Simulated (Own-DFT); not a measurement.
GaN (wurtzite, atoms displaced) (calculated)

A calculation, not a measurement: plane-wave PBE density functional theory by an unreviewed code, no spin, of a simulated periodic cell, stress positive in tension, free energy of the whole cell less one offset for each atom, forces on such cells passed a denser k mesh, this cell's mesh not checked; offsets are fitted by least squares, one for each functional and potential file, so energies compare only between cells with the same atoms and settings and are not formation energies; the far tail of each file's local potential was reset to the Coulomb form; each entry is a single point on an unrelaxed cell, so the pressure reflects the starting lattice, mostly measured values (interpolated for alloys), from which strain is counted, and rises with the displacements; printed positions are rounded, which can move forces by about a meV/angstrom; the program, named Own-DFT, is a retired in-house code; no spin-orbit coupling. Program: Own-DFT development build.

## GaN (wurtzite, atoms displaced)

```
CELL_PARAMETERS angstrom
12.75600 0.00000 0.00000
-4.78350 8.28530 0.00000
0.00000 0.00000 10.37000
ATOMIC_POSITIONS crystal
Ga 0.07837 0.22054 0.00411
Ga 0.17151 0.11507 0.25036
N 0.08931 0.22857 0.18635
N 0.16751 0.11961 0.43157
Ga 0.08205 0.21514 0.48990
Ga 0.15912 0.10088 0.74874
N 0.08267 0.22337 0.68095
N 0.16363 0.10270 0.94069
Ga 0.08732 0.57416 0.00417
Ga 0.16898 0.45000 0.25009
N 0.08457 0.55346 0.18989
N 0.17297 0.45097 0.43788
Ga 0.08220 0.55580 0.50850
Ga 0.15927 0.43324 0.74676
N 0.07986 0.54696 0.69461
N 0.15919 0.43572 0.93399
Ga 0.07647 0.87430 0.00970
Ga 0.16618 0.77545 0.25072
N 0.08403 0.89703 0.18130
N 0.17507 0.77779 0.43586
Ga 0.08410 0.88890 0.49413
Ga 0.17157 0.78470 0.75702
N 0.07739 0.88827 0.69332
N 0.15771 0.76826 0.94237
Ga 0.33883 0.22383 0.00122
Ga 0.41945 0.11464 0.25419
N 0.33356 0.22247 0.18408
N 0.41905 0.11301 0.43009
Ga 0.33974 0.21613 0.50135
Ga 0.41881 0.11786 0.74759
N 0.33317 0.23130 0.68125
N 0.41095 0.11265 0.94031
Ga 0.33292 0.55294 0.00015
Ga 0.41993 0.44624 0.25918
N 0.32964 0.55682 0.17595
N 0.41991 0.45210 0.44103
Ga 0.33521 0.55932 0.49229
Ga 0.41820 0.44690 0.74974
N 0.34127 0.55745 0.68650
N 0.41684 0.43465 0.93836
Ga 0.32470 0.88172 0.00128
Ga 0.41189 0.77251 0.25404
N 0.32637 0.88848 0.18850
N 0.41784 0.77815 0.43914
Ga 0.32793 0.88996 0.49765
Ga 0.42447 0.78738 0.74814
N 0.33288 0.87844 0.68532
N 0.42065 0.77403 0.93268
Ga 0.58457 0.22486 0.00160
Ga 0.66884 0.11038 0.24747
N 0.58379 0.21811 0.19629
N 0.67327 0.11926 0.43883
Ga 0.58325 0.21716 0.50229
Ga 0.65899 0.10940 0.74959
N 0.57599 0.22008 0.69387
N 0.66928 0.11675 0.93117
Ga 0.58158 0.54950 0.00390
Ga 0.66409 0.44205 0.25414
N 0.58131 0.54559 0.17851
N 0.66671 0.44403 0.42932
Ga 0.57643 0.54964 0.50124
Ga 0.67149 0.44421 0.74674
N 0.58276 0.55285 0.68518
N 0.66694 0.43463 0.94129
Ga 0.58258 0.88412 0.98492
Ga 0.66612 0.77518 0.25615
N 0.58502 0.88547 0.18705
N 0.67144 0.78316 0.43670
Ga 0.58181 0.88458 0.49668
Ga 0.67282 0.76942 0.75514
N 0.58199 0.88068 0.68374
N 0.66270 0.77490 0.93546
Ga 0.83651 0.22174 0.00408
Ga 0.91783 0.11211 0.25238
N 0.83388 0.22651 0.18898
N 0.91448 0.10758 0.43719
Ga 0.84831 0.22224 0.49296
Ga 0.91667 0.11244 0.74628
N 0.83004 0.21630 0.70142
N 0.92147 0.11634 0.93625
Ga 0.82889 0.55474 0.99403
Ga 0.91373 0.44709 0.25624
N 0.83281 0.55740 0.18392
N 0.91458 0.44264 0.43429
Ga 0.83706 0.54570 0.49183
Ga 0.91974 0.44997 0.74416
N 0.83656 0.55217 0.68810
N 0.92291 0.45051 0.93844
Ga 0.82316 0.88752 0.99973
Ga 0.90896 0.76443 0.24493
N 0.82213 0.87117 0.19436
N 0.91290 0.77265 0.44429
Ga 0.83736 0.88778 0.51230
Ga 0.91638 0.77115 0.74931
N 0.82491 0.88128 0.69080
N 0.91581 0.77298 0.94087
```

* functional: PBE
* potential files: PseudoDojo norm-conserving, scalar-relativistic, standard set with the stringent files for Ga
* wave cutoff: 96 hartree
* occupations: Gaussian
* smearing width: 0.01 eV
* k mesh: 3 x 4 x 3 centred on Gamma
* free energy of cell above offsets: -3.589 eV
* pressure: 7.36 GPa
* stress xx: -7.37 GPa
* stress yy: -5.75 GPa
* stress zz: -8.96 GPa
* stress yz: -0.1 GPa
* stress xz: 0.43 GPa
* stress xy: -0.45 GPa

Force:
```csv
element,x (eV/Å),y (eV/Å),z (eV/Å)
Ga,1.697,0.104,-0.837
Ga,-0.395,-0.041,-1.442
N,-0.87,-0.696,1.318
N,1.864,-1.516,0.9
Ga,-0.308,1.796,1.168
Ga,0.28,2.112,1.131
N,-0.01,-1.573,-0.462
N,-0.019,0.202,-0.264
Ga,0.567,-5.687,0.435
Ga,0.186,-0.508,-0.234
N,-1.193,0.513,0.332
N,-1.403,-0.923,-0.091
Ga,0.944,0.05,-0.8
Ga,1.733,1.369,0.723
N,0.401,1.975,-1.212
N,0.473,1.373,0.606
Ga,-0.622,2.025,-2.616
Ga,-0.837,0.111,-0.402
N,0.023,-1.306,3.505
N,-2.83,-0.767,0.287
Ga,-0.097,0.016,0.431
Ga,-0.442,-0.957,-0.8
N,1.67,-0.851,-1.68
N,0.993,3.673,-1.587
Ga,-2.287,-0.683,-0.089
Ga,-0.455,-0.484,-2.488
N,0.527,0.521,1.587
N,0.232,-0.59,2.333
Ga,-1.876,1.167,-0.543
Ga,-1.941,-1.194,1.039
N,0.387,-1.77,0.883
N,2.144,-1.405,-0.839
Ga,-0.234,-0.766,-2.329
Ga,-0.494,-0.274,-2.268
N,0.95,-0.024,2.992
N,-0.331,-1.6,-0.622
Ga,0.034,-0.148,2.263
Ga,-0.212,-0.019,0.38
N,-1.728,0.148,-0.298
N,-0.376,1.586,-0.459
Ga,1.325,0.947,-0.177
Ga,0.482,0.889,-1.443
N,1.314,0.257,0.086
N,-0.773,0.589,-0.421
Ga,2.451,0.384,0.628
Ga,-0.123,-2.185,-0.259
N,-1.284,1.759,0.162
N,-1.859,0.132,0.557
Ga,-0.101,-1.79,0.59
Ga,-0.187,-0.764,0.485
N,-0.169,0.372,-1.33
N,0.324,-0.747,0.208
Ga,0.432,0.677,-0.478
Ga,1.44,-0.535,-0.761
N,1.451,0.75,-1.559
N,-0.086,-0.739,1.583
Ga,-0.057,-0.11,-1.917
Ga,0.311,-0.062,-2.1
N,-0.38,0.7,2.932
N,-0.115,-0.151,2.926
Ga,1.991,1.61,-0.146
Ga,-0.826,-0.072,0.57
N,0.993,-0.224,0.68
N,-1.148,1.467,-1.28
Ga,-0.574,1.441,2.076
Ga,-1.102,-0.742,-0.855
N,-0.718,-0.029,-0.413
N,0.016,-0.921,1.265
Ga,0.685,1.024,0.236
Ga,-2.696,-0.343,-1.022
N,0.853,1.15,0.47
N,0.855,-0.986,0.344
Ga,-0.415,1.054,-1.391
Ga,0.224,-0.707,-1.311
N,0.69,-0.291,0.442
N,2.089,-1.033,-0.274
Ga,-3.823,0.298,2.263
Ga,0.215,-0.318,0.803
N,-0.315,1.001,-2.313
N,-1.118,-1.656,0.287
Ga,1.553,-0.592,0.518
Ga,0.684,0.027,-2.589
N,0.103,-1.691,0.334
N,2.18,-0.268,1.096
Ga,-2.722,1.128,1.439
Ga,-0.027,-2.009,2.196
N,-0.971,0.164,-1.141
N,-0.848,-0.382,0.102
Ga,1.873,0.434,0.524
Ga,0.349,2.246,0.934
N,1.202,2.362,-1.318
N,1.012,0.155,-0.923
Ga,-1.042,-0.636,-1.888
Ga,-0.88,0.269,0.804
N,2.455,1.222,0.471
N,-1.339,0.517,-0.658
```
